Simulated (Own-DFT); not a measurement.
# One host, several defects: wurtzite GaN

Source: density functional calculations with Own-DFT, an unreviewed in-house program that is no longer used. Nothing was measured or relaxed, and spin and spin-orbit coupling are left out.

All runs used: PBE; PseudoDojo norm-conserving scalar-relativistic files; cutoff 42 hartree; 4 x 4 x 3 k mesh centred on Gamma; Fermi-Dirac smearing of 0.1 eV.

Keep in mind (not all hold for every row): not probed for a lower state with spin; forces not confirmed at this smearing and k mesh; stress not checked against mesh or cutoff.

All runs share one cell, with vectors in Å (9.567, 0.000, 0.000); (-4.784, 8.285, 0.000); (0.000, 0.000, 10.370) and a volume of 822.0 Å³. u is the rms random offset of the atoms per axis. The defect's site can differ from row to row.

| cell | formula | u (Å) | P (GPa) |
|---|---|---|---|
| no defect | Ga36N36 | 0.0197 | 5.96 |
| no defect | Ga36N36 | 0.0500 | 7.60 |
| no defect | Ga36N36 | 0.0500 | 7.65 |
| one Ga on an N site | Ga37N35 | 0.0295 | 12.23 |
| one Ga on an N site | Ga37N35 | 0.0528 | 13.36 |
| one Ga on an N site | Ga37N35 | 0.0534 | 13.79 |
| one N on a Ga site | Ga35N37 | 0.0298 | 5.46 |
| one N on a Ga site | Ga35N37 | 0.0308 | ? |
| one N on a Ga site | Ga35N37 | 0.0528 | 7.32 |
| one N on a Ga site | Ga35N37 | 0.0543 | 7.27 |

## Analysis

P = P0 + c u² + a shift for each defect gives P0 = 5.63 GPa, c = 802 ± 64 GPa/Å² and a scatter of 0.18 GPa. The shifts, and each times the cell's volume:

- one Ga on an N site: 5.76 ± 0.15 GPa, 29.5 eV
- one N on a Ga site: -0.72 ± 0.15 GPa, -3.7 eV

Positive is outwards. The product with the volume (160.2 GPa Å³ to the eV) is nearly free of the cell's size; divided by the bulk modulus at the cell's pressure it gives the volume that the defect adds. The atoms around the defects weren't relaxed, which would change these numbers.

## Test on the hidden row

Asked: what pressure belongs in the blank (one N on a Ga site, u = 0.0308 Å)?

The fitted form gives 5.67 ± 0.22 GPa. Computed: 5.66 GPa.
